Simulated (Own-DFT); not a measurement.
## Calculated data, GaP (zincblende, strongly disordered by large displacements), InAs (zincblende, strongly disordered by large displacements)

Computed with Own-DFT development build. A calculation, not a measurement: plane-wave PBE density functional theory by an unreviewed code, no spin, of a simulated periodic cell, stress positive in tension, free energy of the whole cell less one offset for each atom, forces on such cells passed a denser k mesh, this cell's mesh not checked; broken bonds can close the gap or carry spin, so checks made on this kind of crystal may not hold here; offsets are fitted by least squares, one for each functional and potential file, so energies compare only between cells with the same atoms and settings and are not formation energies; the far tail of each file's local potential was reset to the Coulomb form; each entry is a single point on an unrelaxed cell, so the pressure reflects the starting lattice, mostly measured values (interpolated for alloys), from which strain is counted, and rises with the displacements; printed positions are rounded, which can move forces by about a meV/angstrom; the program, named Own-DFT, is a retired in-house code; no spin-orbit coupling.

Common to all runs: functional PBE; potential files PseudoDojo norm-conserving, scalar-relativistic, standard set; wave cutoff 42 hartree; occupations Fermi-Dirac; smearing width 0.1 eV; k mesh 3 x 3 x 3 centred on Gamma.

(1) GaP (zincblende, strongly disordered by large displacements)

```xyz
64
Lattice="10.9010 0.0000 0.0000 0.0000 10.9010 0.0000 0.0000 0.0000 10.9010" Properties=species:S:1:pos:R:3 GaP
Ga     0.2742    10.7722     0.0542
Ga    10.7637     2.5886     2.5927
Ga     2.5843    10.8159     2.6829
Ga     2.6629     2.7466     0.2067
P      1.4496     1.2669     1.6058
P      1.3442     4.1289     4.2762
P      3.9120     1.7175     4.1245
P      3.7624     4.1137     1.2010
Ga     0.2605     0.0339     5.5814
Ga    10.8642     2.5053     8.6329
Ga     2.7572    10.8779     7.6536
Ga     2.5916     3.0819     5.4590
P      1.6060     1.5850     6.7352
P      1.4044     3.7997     9.3487
P      3.9881     1.5034     9.5323
P      3.9194     4.1842     6.7239
Ga    10.7415     5.5142     0.0349
Ga     0.2294     7.9161     2.6283
Ga     2.5726     5.3927     2.7574
Ga     2.7475     8.1848     0.0638
P      1.1937     6.4317     1.3104
P      1.3706     9.7666     4.0679
P      4.2688     6.8100     4.0679
P      4.0900     9.7892     1.4109
Ga    10.7407     5.6048     5.7568
Ga    10.8328     8.1181     8.4462
Ga     2.7136     5.5169     8.6757
Ga     2.7696     8.0998     5.4355
P      1.0961     7.1401     6.8694
P      1.3093     9.5751     9.6582
P      4.2935     6.7776     9.5573
P      4.1669     9.8248     6.6430
Ga     5.4686     0.1153     0.2018
Ga     5.6802     3.0870     2.3478
Ga     8.1572     0.0911     2.4140
Ga     8.3442     2.8705    10.4047
P      6.5215     1.5941     1.3338
P      6.5997     4.0030     3.9193
P      9.4814     1.2859     4.3033
P      9.4053     4.1680     1.4238
Ga     5.6537    10.7966     5.2628
Ga     5.3555     2.6203     8.5323
Ga     8.0034    10.5439     7.9450
Ga     7.9892     2.7316     5.3640
P      6.9752     1.3804     6.7321
P      6.8940     4.1765     9.6733
P      9.5398     1.0826     9.2154
P      9.8217     3.9814     6.8102
Ga     5.5579     5.3274     0.2092
Ga     5.2146     8.2619     2.8511
Ga     8.4387     5.8316     2.4706
Ga     8.0861     8.2452     0.1430
P      6.8484     6.5865     1.4614
P      6.8694     9.5720     4.0794
P      9.2640     6.7525     4.0710
P      9.6318     9.9292     1.3622
Ga     5.4451     5.3098     5.5149
Ga     5.5841     8.1370     7.8868
Ga     7.9551     5.2767     8.1411
Ga     8.3057     8.5140     5.5741
P      6.6651     6.5659     6.8108
P      6.6873     9.7241     9.2539
P      9.6311     6.7640     9.3712
P      9.4276     9.6589     6.8398
```

- hardware: one NVIDIA H100
- free energy of cell above offsets: -5.320 eV
- pressure: 9.25 GPa
- stress xx: -9.96 GPa
- stress yy: -9.24 GPa
- stress zz: -8.54 GPa
- stress yz: -1.16 GPa
- stress xz: 1.03 GPa
- stress xy: -1.04 GPa
- wall time: 550.2 s

Force:
| element | x (eV/Å) | y (eV/Å) | z (eV/Å) |
| --- | --- | --- | --- |
| Ga | -1.884 | 3.671 | 1.222 |
| Ga | -0.338 | 0.631 | 2.213 |
| Ga | 3.386 | 1.004 | 2.256 |
| Ga | -2.393 | -3.414 | -3.119 |
| P | -2.089 | 2.616 | -3.518 |
| P | -4.322 | 2.82 | -3.468 |
| P | 1.425 | -1.923 | -1.228 |
| P | 4.112 | 3.335 | 2.842 |
| Ga | -1.671 | 1.35 | 0.335 |
| Ga | 0.781 | 1.041 | -4.502 |
| Ga | -1.794 | 1.884 | 4.234 |
| Ga | 2.698 | -2.855 | 0.521 |
| P | -2.935 | -0.852 | 1.304 |
| P | 1.288 | 2.549 | 3.459 |
| P | -2.631 | -3.678 | 2.512 |
| P | 1.367 | 0.955 | 3.64 |
| Ga | -1.474 | -2.6 | -2.702 |
| Ga | -1.96 | 2.156 | 1.998 |
| Ga | 1.168 | -0.273 | 1.369 |
| Ga | 0.395 | -0.517 | -0.149 |
| P | 3.396 | 2.989 | 0.489 |
| P | -0.454 | -4.447 | 0.508 |
| P | -2.82 | -1.856 | 1.093 |
| P | -0.414 | -2.868 | 0.02 |
| Ga | 0.836 | 0.712 | -2.378 |
| Ga | 1.364 | 3.857 | -1.637 |
| Ga | -0.43 | -0.401 | -3.071 |
| Ga | -0.234 | 1.109 | -0.091 |
| P | 2.548 | -1.065 | -0.41 |
| P | 2.937 | -2.192 | -3.438 |
| P | 0.284 | 1.452 | 1.183 |
| P | 2.42 | -4.841 | -1.382 |
| Ga | -0.875 | -0.004 | -3.481 |
| Ga | -5.613 | 1.109 | 0.949 |
| Ga | -1.876 | 2.158 | 3.075 |
| Ga | 1.866 | -2.784 | 2.555 |
| P | 5.265 | -3.065 | -2.198 |
| P | 2.898 | 2.71 | 3.189 |
| P | 0.236 | 0.161 | -2.004 |
| P | 1.022 | -2.233 | -1.659 |
| Ga | -2.003 | 4.318 | 1.068 |
| Ga | 3.131 | 2.654 | -3.874 |
| Ga | -0.448 | 5.001 | -0.027 |
| Ga | 1.763 | 1.212 | -0.738 |
| P | -2.528 | -0.736 | 1.872 |
| P | -3.173 | -0.094 | -1.054 |
| P | -2.219 | -1.864 | 3 |
| P | -3.24 | -1.566 | 1.545 |
| Ga | -1.802 | 0.07 | -1.093 |
| Ga | 2.321 | 1.465 | -1.474 |
| Ga | -0.057 | -3.442 | 0.583 |
| Ga | 0.609 | 0.405 | -1.246 |
| P | -3.181 | 4.331 | -1.258 |
| P | 1.289 | -1.606 | -2.816 |
| P | 3.417 | 2.92 | 3.925 |
| P | 0.343 | -4.386 | -0.688 |
| Ga | -0.789 | -0.766 | -1.72 |
| Ga | -1.921 | 1.26 | 1.175 |
| Ga | 2.946 | 0.675 | -1.302 |
| Ga | -2.456 | -3.926 | -3.162 |
| P | 2.441 | 1.678 | -0.731 |
| P | -2.46 | -2.713 | 4.618 |
| P | -4.262 | -2.366 | 2.717 |
| P | 6.796 | -0.925 | 0.152 |

(2) GaP (zincblende, strongly disordered by large displacements)

```xyz
64
Lattice="10.9010 0.0000 0.0000 0.0000 10.9010 0.0000 0.0000 0.0000 10.9010" Properties=species:S:1:pos:R:3 GaP
Ga     0.0848     0.0453    10.8715
Ga     0.0929     2.5152     2.9732
Ga     2.7750    10.8175     2.4863
Ga     2.6382     3.0016     0.1485
P      1.2883     1.5221     0.8939
P      1.1791     4.1020     4.0583
P      4.1369     1.3619     4.0796
P      4.0918     4.2603     1.3824
Ga     0.0398     0.0425     5.5934
Ga     0.3247     2.7443     8.3025
Ga     2.5312     0.0218     7.9675
Ga     2.5086     2.9881     5.4829
P      1.1482     1.1826     7.0769
P      1.6702     3.8569     9.5492
P      3.9214     1.2227     9.2755
P      3.9539     3.8920     6.8889
Ga    10.5372     5.5209    10.5957
Ga     0.0847     8.0987     3.1346
Ga     3.1534     5.3754     2.6644
Ga     2.6936     8.2283     0.0233
P      1.2758     7.0673     1.2337
P      1.6475     9.5517     3.8149
P      3.8654     7.0128     4.0097
P      4.5662     9.4283     1.0743
Ga    10.7777     5.4068     5.3306
Ga    10.7784     8.2042     8.2952
Ga     2.8537     5.2879     8.1728
Ga     2.7980     7.9821     5.4226
P      1.3520     6.6089     6.7904
P      1.1951     9.6509     9.5401
P      4.2431     6.6972     9.4910
P      4.1767     9.5391     6.6517
Ga     5.5135    10.7318     0.2396
Ga     5.2644     2.6829     2.8464
Ga     8.2633    10.6960     2.8360
Ga     8.2706     2.5026     0.0249
P      6.4984     1.1318     1.5750
P      7.0316     3.9618     4.0204
P      9.6187     1.2992     4.2026
P      9.6482     3.8579     1.2592
Ga     5.2690     0.1278     5.3806
Ga     5.4169     2.9743     8.3503
Ga     8.2775    10.6220     8.3067
Ga     8.0900     2.7794     5.5904
P      6.7154     1.5746     6.6446
P      6.9307     4.1035     9.5567
P      9.5225     1.2959     9.5534
P      9.6209     3.9846     6.6480
Ga     5.7602     5.4355     0.1663
Ga     5.1815     8.3070     2.4399
Ga     8.3587     5.2241     2.8625
Ga     8.4636     8.2068     0.1825
P      6.5160     7.0975     1.5076
P      6.5597     9.4686     3.8720
P      9.3202     6.4288     3.8589
P      9.5221     9.3937     1.0698
Ga     5.2972     5.6078     5.3329
Ga     5.5097     7.9426     8.0801
Ga     8.1752     5.5144     8.0593
Ga     7.7363     8.2511     5.2616
P      6.8171     6.7534     6.7071
P      6.7188     9.8400     9.2438
P      9.9266     6.9198     9.5009
P      9.6228     9.5611     6.8889
```

- hardware: one NVIDIA H100
- free energy of cell above offsets: 0.616 eV
- pressure: 11.07 GPa
- stress xx: -9.24 GPa
- stress yy: -12.72 GPa
- stress zz: -11.26 GPa
- stress yz: 1.25 GPa
- stress xz: -0.93 GPa
- stress xy: -2.81 GPa
- wall time: 556.6 s

Force:
| element | x (eV/Å) | y (eV/Å) | z (eV/Å) |
| --- | --- | --- | --- |
| Ga | -2.679 | -0.875 | -0.397 |
| Ga | 0.19 | -0.226 | -2.915 |
| Ga | 1.452 | 2.188 | -2.002 |
| Ga | 4.104 | -2.41 | 1.968 |
| P | 0.694 | -0.641 | 5.242 |
| P | 2.384 | 0.92 | -1.061 |
| P | -4.586 | 0.404 | -0.277 |
| P | 4.006 | -4.657 | -3.711 |
| Ga | 0 | -1.103 | -1.643 |
| Ga | -3.582 | 0.037 | -0.137 |
| Ga | 3.493 | -3.575 | 1.982 |
| Ga | -0.032 | -2.668 | -0.068 |
| P | -0.601 | 3.098 | -3.923 |
| P | -3.16 | 5.15 | -2.923 |
| P | 1.783 | 1.415 | 2.57 |
| P | 1.827 | 1.535 | -1.69 |
| Ga | 4.996 | -7.456 | 6.38 |
| Ga | -0.923 | -0.903 | -2.398 |
| Ga | -5.943 | 4.062 | 3.769 |
| Ga | 1.06 | 0.492 | -1.571 |
| P | -0.511 | -2.438 | 1.543 |
| P | -1.844 | -0.556 | 3.557 |
| P | 3.708 | -2.528 | -2.992 |
| P | -12.57 | -2.707 | -1 |
| Ga | 0.06 | 0.833 | 0.755 |
| Ga | 4.005 | 3.248 | -4.47 |
| Ga | -0.687 | 1.6 | 0.539 |
| Ga | -2.893 | 3.041 | 3.495 |
| P | -0.32 | 1.194 | 0.192 |
| P | 2.746 | -1.514 | -1.209 |
| P | -1.136 | -0.056 | 0.891 |
| P | -1.422 | -1.249 | 1.224 |
| Ga | 4.988 | 8.031 | -8.803 |
| Ga | 2.044 | 1.605 | -1.416 |
| Ga | -0.063 | 0.382 | -1.067 |
| Ga | -1.865 | 0.075 | 0.766 |
| P | 3.408 | 2.68 | 0.605 |
| P | -3.289 | 0.266 | 0.166 |
| P | -1.736 | -0.831 | 0.088 |
| P | -0.165 | 1.283 | 0.59 |
| Ga | 2.574 | -0.849 | 1.013 |
| Ga | -0.235 | -2.704 | -0.781 |
| Ga | 2.976 | 3.743 | -2.308 |
| Ga | 1.372 | -0.325 | -1.387 |
| P | -1.321 | -2.16 | 2.467 |
| P | 0.892 | 0.221 | 0.863 |
| P | 0.675 | -0.003 | -1.199 |
| P | 0.486 | 0.541 | 2.766 |
| Ga | -0.801 | 0.584 | -0.963 |
| Ga | 0.389 | -3.611 | 9.091 |
| Ga | -5.243 | -6.268 | -8.21 |
| Ga | -8.208 | -7.435 | -6.213 |
| P | 5.704 | -4.027 | -2.32 |
| P | 0.116 | 1.563 | 0.745 |
| P | 6.208 | 9.934 | 7.015 |
| P | 7.093 | 8.498 | 8.117 |
| Ga | 0.336 | -1.583 | 0.028 |
| Ga | -0.32 | 2.369 | 0.521 |
| Ga | 1.496 | -0.72 | 0.319 |
| Ga | 2.376 | -0.809 | 0.808 |
| P | -0.107 | -0.279 | -0.347 |
| P | -3.931 | -3.857 | 3.138 |
| P | -8.357 | 1.549 | -1.685 |
| P | -1.109 | -1.518 | -2.124 |

(3) InAs (zincblende, strongly disordered by large displacements)

```xyz
64
Lattice="12.1166 0.0000 0.0000 0.0000 12.1166 0.0000 0.0000 0.0000 12.1166" Properties=species:S:1:pos:R:3 InAs
In    11.9415     0.1001    12.0516
In    12.0248     2.8064     2.4236
In     3.1222     0.5262     2.8560
In     2.9847     2.2387    12.0240
As     1.7114     1.7850     1.6779
As     1.7411     4.5345     4.3825
As     4.6466     1.2957     4.4404
As     4.8314     4.4126     1.4161
In     0.6529     0.3510     5.9494
In    12.0962     3.6057     9.2320
In     2.8120     0.0491    10.0176
In     2.9746     2.4846     6.1234
As     1.6749     1.4252     7.5968
As     1.7058     4.4736    10.9055
As     4.7279     3.2956    11.1654
As     4.3005     4.5782     7.3876
In     0.3898     6.4786    11.8227
In    12.0166     9.1361     3.1761
In     2.8970     6.3930     3.4613
In     2.9783     8.6935    11.9624
As     1.7453     7.3038     1.6828
As     1.2073    10.7183     4.5977
As     4.7646     6.8822     4.5817
As     5.0722    10.6622     1.2075
In    12.0602     6.0998     6.1611
In    11.8908     9.1744     9.2276
In     2.7017     5.9025     9.5374
In     3.2472     9.5680     5.9928
As     1.4641     6.9383     7.5142
As     1.7436    10.3867    11.1936
As     4.2207     7.3920    10.1500
As     5.0367    10.5772     7.8396
In     6.3893     0.1455    11.8985
In     5.6893     3.0609     3.2544
In     8.9377    12.0581     2.8286
In     9.0502     2.9178    11.9521
As     8.2490     1.4552     1.3120
As     7.7439     4.2639     4.4151
As    10.3637     1.5301     4.7425
As    10.1987     4.7301     1.7832
In     6.5162    12.0724     6.4445
In     6.3625     3.3289     8.6598
In     8.9697     0.2655     8.9666
In     9.1666     3.1285     5.7398
As     7.1772     1.2339     8.1125
As     7.9980     4.5761    10.8912
As    10.2291     1.2014    11.1971
As    11.0905     4.8309     7.7066
In     6.0520     6.6193    11.6655
In     5.1693     9.0756     2.9912
In     9.0579     6.7446     2.6956
In     8.9023     8.7462     0.0567
As     7.2973     6.9104     1.3335
As     7.3850    10.9261     3.9644
As    10.2560     7.2612     5.5459
As    10.6786    10.9208     1.2193
In     6.0508     5.9326     6.4548
In     6.3489     8.8211     9.1526
In     9.1881     5.8101     9.1110
In     9.0432     8.9419     6.2709
As     8.1892     7.4476     7.6715
As     7.6754    10.9653    10.6152
As    10.2532     6.9873    10.6801
As    10.6814     9.9217     7.4143
```

* hardware: one NVIDIA H200
* free energy of cell above offsets: 32.174 eV
* pressure: 14.81 GPa
* stress xx: -15.56 GPa
* stress yy: -14.52 GPa
* stress zz: -14.34 GPa
* stress yz: 3.72 GPa
* stress xz: -1.98 GPa
* stress xy: 0.13 GPa
* wall time: 1269 s

Force:
| element | x (eV/Å) | y (eV/Å) | z (eV/Å) |
| --- | --- | --- | --- |
| In | 7.913 | 0.115 | -0.607 |
| In | -5.224 | 3.926 | 3.449 |
| In | 1.317 | -5.234 | 0.891 |
| In | -1.258 | -1.336 | -2.251 |
| As | -1.822 | -1.411 | -1.122 |
| As | -2.276 | -2.605 | 1.372 |
| As | 1.237 | -1.099 | 3.82 |
| As | -0.663 | 1.414 | -2.144 |
| In | -4.899 | 0.126 | -1.686 |
| In | 2.357 | -4.274 | 3.412 |
| In | 1.545 | 1.886 | -1.943 |
| In | 3.121 | 3.799 | -3.615 |
| As | -0.759 | 0.329 | 7.952 |
| As | -2.385 | -4.053 | 3.632 |
| As | 5.006 | 2.009 | -1.018 |
| As | -1.337 | -1.507 | 1.554 |
| In | -1.414 | -0.513 | 0.349 |
| In | -1.115 | -0.937 | -1.355 |
| In | -1.235 | -1.597 | -0.578 |
| In | 3.122 | -2.489 | 2.63 |
| As | -1.794 | 2.44 | -1.433 |
| As | 2.669 | -2.017 | -1.953 |
| As | 3.094 | 3.319 | 0.593 |
| As | -2.354 | 0.562 | -0.809 |
| In | 3.161 | -1.944 | -6.621 |
| In | 2.084 | -2.083 | 2.955 |
| In | -0.769 | -0.805 | -5.689 |
| In | 0.065 | -0.851 | 0.514 |
| As | 4.473 | 4.433 | 3.694 |
| As | -4.961 | 1.915 | -1.727 |
| As | 3.851 | 4.003 | 0.786 |
| As | -1.956 | -0.121 | -0.146 |
| In | -2.396 | 4.035 | 2.601 |
| In | 2.364 | 0.844 | -0.328 |
| In | 4.995 | -0.202 | 1.171 |
| In | 1.459 | 4.97 | 1.363 |
| As | -4.935 | 0.179 | 0.734 |
| As | -3.189 | 3.338 | -2.073 |
| As | 4.069 | -4.112 | -2.575 |
| As | 1.502 | -1.74 | -1.305 |
| In | -1.336 | -3.278 | -6.204 |
| In | -1.029 | 3.347 | 1.384 |
| In | 6 | -2.714 | 1.303 |
| In | 0.41 | 1.3 | 4.953 |
| As | -1.303 | 3.498 | 0.981 |
| As | -4.181 | 2.852 | -2.767 |
| As | -0.474 | -0.892 | -5.397 |
| As | -5.666 | -1.818 | -0.673 |
| In | -2.55 | -2.14 | -3.584 |
| In | 1.261 | -1.445 | 1.811 |
| In | 3.878 | 0.177 | 4.551 |
| In | 0.199 | 1.25 | -0.146 |
| As | -1.3 | 2.212 | 2.189 |
| As | -3.706 | -3.522 | 4.145 |
| As | -0.496 | -2.073 | -5.923 |
| As | -2.839 | -5.214 | 4.193 |
| In | 3.269 | 0.358 | -0.086 |
| In | 0.673 | 0.263 | 0.173 |
| In | -1.067 | -3.51 | -3.105 |
| In | -5.182 | 7.04 | -4.707 |
| As | -5.264 | -2.907 | 2.38 |
| As | 2.247 | -5.334 | -2.35 |
| As | 3.422 | 4.36 | 3.897 |
| As | 2.37 | 5.475 | 0.491 |

(4) InAs (zincblende, strongly disordered by large displacements)

```xyz
64
Lattice="12.1166 0.0000 0.0000 0.0000 12.1166 0.0000 0.0000 0.0000 12.1166" Properties=species:S:1:pos:R:3 InAs
In    11.9345     0.0097    12.0506
In    11.7260     3.5604     3.6284
In     3.0938    12.0324     3.1713
In     2.6399     2.6577     0.0586
As     1.7016     1.0329     1.8516
As     1.4027     4.9339     4.8728
As     4.3896     1.5694     4.1296
As     4.7458     5.1574     1.3703
In    11.6768     0.1241     5.6703
In    11.8410     2.9913     8.5419
In     2.9451    11.9710     8.9221
In     3.2870     2.6128     6.1973
As     2.0418     1.0002     7.1266
As     1.5997     4.6055    10.6087
As     4.0052     1.3170    10.2457
As     4.7852     4.7584     7.5191
In    11.8467     6.0009    12.1096
In    12.0902     8.8919     2.8042
In     3.0890     6.1584     3.0372
In     3.2175     9.3262     0.1949
As     1.7157     7.7868     1.9693
As     1.4631    10.5528     4.6963
As     4.8709     7.4213     3.9374
As     4.4835    11.1562     1.7016
In    12.0015     6.6274     6.8748
In    12.0109     9.1151     8.6415
In     1.8766     5.9535     8.8421
In     2.6267     9.9776     6.5813
As     1.8595     7.6681     7.0566
As     2.2632    10.1365    10.4548
As     4.4458     7.0963    11.0009
As     4.8482    10.6532     7.1889
In     6.3705    11.7073     0.0673
In     5.9011     2.8585     3.0131
In     9.2470    11.9923     3.5752
In     9.2704     3.2009     0.3245
As     7.5881     1.0757     1.4269
As     7.3626     4.0731     4.1631
As    10.6984     1.5714     3.7557
As    10.8193     4.3785     1.4330
In     6.6663     0.0498     5.6313
In     5.8391     3.3666     8.8763
In     9.1482    11.9207     9.8137
In     9.0029     3.0671     6.2002
As     7.0468     1.4306     7.5283
As     8.3763     5.4444    10.8960
As    11.0686     1.9047    11.2294
As    10.5502     5.0248     7.2950
In     6.1561     6.1982    12.1018
In     5.8686     9.4595     2.9447
In     9.4664     6.4447     2.9956
In     9.5140     9.2123     0.4622
As     7.6645     7.1144     1.3995
As     7.5140    10.7206     4.0963
As    10.8790     7.5099     5.0526
As    10.7110    10.6795     1.9687
In     5.8303     5.8331     5.8555
In     6.1153     9.0947     8.6677
In     9.1231     6.6813     8.6907
In     9.3163     9.3355     6.0474
As     7.0841     7.4549     7.4899
As     8.2123    10.0249    10.5518
As    10.5918     7.8685    10.6610
As    10.5179    10.3685     7.6297
```

* hardware: one NVIDIA H200
* free energy of cell above offsets: 23.523 eV
* pressure: 12.85 GPa
* stress xx: -13.21 GPa
* stress yy: -13.57 GPa
* stress zz: -11.77 GPa
* stress yz: 1.67 GPa
* stress xz: -2.95 GPa
* stress xy: -2.32 GPa
* wall time: 1226 s

Force:
| element | x (eV/Å) | y (eV/Å) | z (eV/Å) |
| --- | --- | --- | --- |
| In | 3.041 | -4.268 | 2.319 |
| In | 3.016 | 3.735 | 0.233 |
| In | -2.582 | -2.572 | 5.761 |
| In | 0.966 | 0.11 | -0.18 |
| As | -4.992 | 3.291 | -3.676 |
| As | 0.852 | -0.61 | 0.372 |
| As | 0.287 | -0.029 | 3.87 |
| As | -3.513 | -4.555 | 2.737 |
| In | 1.281 | -0.394 | 1.208 |
| In | 0.736 | -0.595 | 0.766 |
| In | -0.066 | -3.668 | -0.395 |
| In | 2.41 | 4.834 | -1.682 |
| As | -5.814 | -1.267 | -0.679 |
| As | -1.475 | -2.508 | 3.032 |
| As | 4.023 | 3.921 | 3.575 |
| As | -6.336 | 0.826 | 0.19 |
| In | 1.875 | 1.729 | -1.434 |
| In | -2.242 | 0.939 | 3.594 |
| In | -1.656 | -2.766 | 0.641 |
| In | 2.132 | -2.538 | 3.901 |
| As | 1.847 | -1.04 | -4.346 |
| As | -2.252 | 0.746 | -3.541 |
| As | 1.768 | 0.745 | 2.23 |
| As | 3.073 | -3.17 | -4.446 |
| In | 0.788 | 0.052 | -0.343 |
| In | 4.829 | -3.086 | 3.978 |
| In | 2.376 | 1.548 | -1.603 |
| In | 0.988 | -0.457 | 1.625 |
| As | 4.115 | 1.56 | 0.473 |
| As | -4.124 | 1.068 | -3.804 |
| As | -4.32 | 3.122 | -2.925 |
| As | 1.175 | 1.447 | 0.349 |
| In | -0.885 | -1.014 | -2.941 |
| In | -0.519 | -0.591 | -5.184 |
| In | 0.123 | 0.555 | -2.463 |
| In | -5.284 | -2.576 | -2.184 |
| As | 1.812 | 3.182 | 1.766 |
| As | 4.245 | 4.044 | 3.255 |
| As | 0.705 | -0.355 | 1.285 |
| As | 2.118 | 2.204 | 3.773 |
| In | -3.184 | 1.801 | 1.321 |
| In | 2.032 | -3.751 | 4.051 |
| In | 2.23 | 5.016 | -2.234 |
| In | -0.836 | -0.652 | -0.635 |
| As | 2.107 | 0.752 | 2.037 |
| As | -0.248 | -1.596 | 0.516 |
| As | -1.483 | 2.85 | -3.793 |
| As | -3.706 | -4.683 | 1.523 |
| In | 4.005 | -1.374 | -3.678 |
| In | -0.772 | -2.046 | -1.546 |
| In | 0.308 | -1.3 | 0.837 |
| In | -1.6 | -1.682 | 0.121 |
| As | 3.121 | 3.95 | 2.704 |
| As | -0.139 | -4.741 | 1.111 |
| As | -2.297 | 1.764 | -4.856 |
| As | 0.632 | 1.712 | -0.87 |
| In | 2.597 | 1.686 | -4.571 |
| In | -1.822 | 2.465 | 3.744 |
| In | 0.202 | -0.237 | 0.812 |
| In | -3.818 | -2.654 | -3.534 |
| As | 2.633 | -2.25 | -3.077 |
| As | -4.038 | -3.364 | 1.054 |
| As | 0.966 | -0.497 | -0.836 |
| As | -1.409 | 7.228 | 0.691 |
